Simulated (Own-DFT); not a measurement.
# Strain and stress in 3C SiC, 96 atoms (C48Si48)

All numbers below are calculated, not measured. The program, named Own-DFT, is a retired in-house plane-wave density functional code that no person has reviewed. Each row is one single-point run on a periodic cell that was not relaxed, without spin or spin-orbit coupling.

Settings of every run: PBE; PseudoDojo norm-conserving scalar-relativistic files; cutoff 42 hartree; 3 x 4 x 4 k mesh centred on Gamma; Fermi-Dirac smearing of 0.1 eV.

Known limits: forces on such cells passed a denser k mesh, each cell not checked; stress not checked against mesh or cutoff.

Unstrained cell vectors in Å: (13.079, 0.000, 0.000); (0.000, 8.719, 0.000); (0.000, 0.000, 8.719). The unstrained cell has measured lattice constants (interpolated for alloys), not those of this functional. That, the random moves and any unrelaxed bonds set the pressure at no strain. Each run strains this cell uniformly, with the atoms carried along. Every atom was also moved at random, by a Gaussian of width 0.05 Å on each axis. Strain is the symmetric tensor, in per cent. Stress is positive in tension, and the pressure is minus a third of its trace.

```
run,e_xx (%),e_yy (%),e_zz (%),e_yz (%),e_xz (%),e_xy (%),s_xx (GPa),s_yy (GPa),s_zz (GPa),s_yz (GPa),s_xz (GPa),s_xy (GPa),P (GPa),E (meV/atom)
1,0.32,0.98,0.93,-1.33,-1.13,0.52,-1.89,-0.29,-0.52,-7.48,-6.36,2.04,0.90,20.6
2,1.85,0.02,-0.76,0.76,0.96,-0.59,1.00,-3.92,-5.47,4.41,3.89,-2.96,2.80,14.3
3,-0.54,0.65,0.24,-1.56,0.19,-1.76,-6.67,-4.19,-5.13,-8.11,2.04,-10.65,5.33,25.1
4,-1.16,-1.19,0.30,-1.16,0.47,-1.10,-11.31,-11.43,-7.86,-4.81,3.39,-5.94,10.20,30.1
5,0.61,0.16,0.80,0.15,0.06,-1.77,-1.87,-3.00,-1.41,0.15,-0.07,-9.97,2.10,15.9
6,1.94,0.00,0.69,-0.49,-0.10,0.17,2.93,-1.63,-0.08,-3.14,-0.75,0.86,-0.40,0.0
7,1.95,0.33,-1.65,-1.55,0.39,0.58,0.25,-4.27,-8.75,-9.76,2.91,5.19,4.26,16.2
8,-1.41,1.57,1.37,-1.04,-1.75,0.50,-6.52,0.48,-0.32,-3.29,-9.89,3.27,2.12,26.2
9,0.26,-0.37,-1.34,-0.62,2.00,1.14,-8.19,-8.95,-11.99,-5.73,12.00,8.41,9.71,48.3
10,0.17,-1.09,1.52,0.65,-0.62,1.95,-5.25,-8.26,-1.20,3.06,-3.75,13.03,4.90,33.5
11,1.25,1.40,-1.69,-1.12,1.24,0.96,-1.32,-0.66,-7.93,-6.06,5.52,5.45,3.30,24.8
12,-0.80,-0.61,-1.73,-0.72,1.70,-1.67,-12.97,-11.81,-14.96,-3.30,12.28,-9.17,13.25,37.8
13,1.80,0.03,0.61,0.08,-1.89,-1.72,1.49,-2.84,-1.29,-0.20,-9.83,-9.58,0.88,34.3
14,-0.83,-0.07,-1.26,1.43,0.21,-1.35,-11.27,-9.35,-12.53,10.52,2.46,-7.84,11.05,35.1
15,1.00,-0.64,0.00,1.43,-1.72,-0.47,?,?,?,?,?,?,?,?
```

E is the free energy for each atom above the lowest run shown.

## Worked fit

Each stress component was fitted by least squares to a constant and the strains of the runs shown, as fractions, with shears doubled. Shear strains stay in the fit of a normal stress only where such slopes are resolved. The slopes, in GPa:

| stress | at no strain | per e_xx | per e_yy | per e_zz | scatter |
|---|---|---|---|---|---|
| s_xx | -5.9 | 394 ± 12 | 169 ± 17 | 150 ± 12 | 0.51 |
| s_yy | -5.9 | 144 ± 9 | 400 ± 13 | 139 ± 9 | 0.38 |
| s_zz | -5.9 | 159 ± 10 | 152 ± 15 | 392 ± 10 | 0.44 |

Each shear stress against twice its own strain: yz 296 ± 18, xz 246 ± 17, xy 307 ± 9 GPa. These are stiffnesses along x, y and z of the frame in which the cell vectors are given, which need not be the crystal's axes. The atoms are held to the strained lattice; where symmetry lets them move under strain, relaxing them would lower some slopes. The table should be nearly symmetric about its diagonal, and what it lacks of that shows the noise. A ninth of its sum, 233 ± 6 GPa, estimates the bulk modulus near the mean pressure of these runs, 5.0 GPa, so it lies above the value at zero pressure.

## Withheld run

Question: what normal stresses and pressure should run 15 give?

The fit gives s_xx = -3.1, s_yy = -7.0, s_zz = -5.3 and P = 5.1 GPa. The calculation gave -3.29, -7.21, -6.18 and P = 5.56 GPa.
